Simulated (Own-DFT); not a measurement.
# Wall times of self-consistent runs

Wall times of single-point runs (energy, forces and, in most, stress) with one build of Own-DFT, an in-house plane-wave density functional program, since retired. Each ran alone on one NVIDIA H200 card, with norm-conserving files, no spin and no use of crystal symmetry. The k points are those left after time reversal, where it was used. Plane waves for each k point are estimated as V (2 E)^(3/2) / (6 π²) in atomic units.

| cell | atoms | valence electrons | cutoff (hartree) | volume (Å³) | k mesh | k points | plane waves | time (s) |
|---|---|---|---|---|---|---|---|---|
| As4In4 | 8 | 112 | 42 | 222 | 6x6x6 | 112 | 19500 | 237 |
| In31P33 | 64 | 568 | 36 | 1617 | 3x3x3 | 14 | 112600 | 1173 |
| Ga32P30 | 62 | 566 | 42 | 1295 | 3x3x3 | 14 | 113600 | 1030 |
| In33P31 | 64 | 584 | 36 | 1617 | 3x3x3 | 14 | 112600 | 1175 |
| Ga33P31 | 64 | 584 | 42 | 1295 | 3x3x3 | 14 | 113600 | 1117 |
| In46P50 | 96 | 848 | 36 | 2426 | 2x3x3 | 10 | 168900 | 2163 |
| In47P49 | 96 | 856 | 36 | 2426 | 2x3x3 | 10 | 168900 | 2377 |
| Ga46P50 | 96 | 848 | 42 | 1943 | 2x3x3 | 10 | 170500 | 1878 |
| Ga48P46 | 94 | 854 | 42 | 1943 | 2x3x3 | 10 | 170500 | 1934 |
| As32GaIn31 | 64 | 896 | 42 | 1779 | 3x3x3 | 14 | 156100 | 2184 |
| Ga31P33 | 64 | 568 | 42 | 1295 | 3x3x3 | 14 | 113600 | ? |

## Worked fit

Take the size N = k points x plane waves x valence electrons. A line through log(time) against log(N) has a slope of 1.16 ± 0.07 and a scatter of a factor 1.13. Part of the scatter may come from the number of self-consistent steps, which isn't shown. Times belong to this build alone.

## Withheld run

Question: how long should the last run take? Its N is 9.04e+08.

The line gives about 1120 s. It took 1068 s.
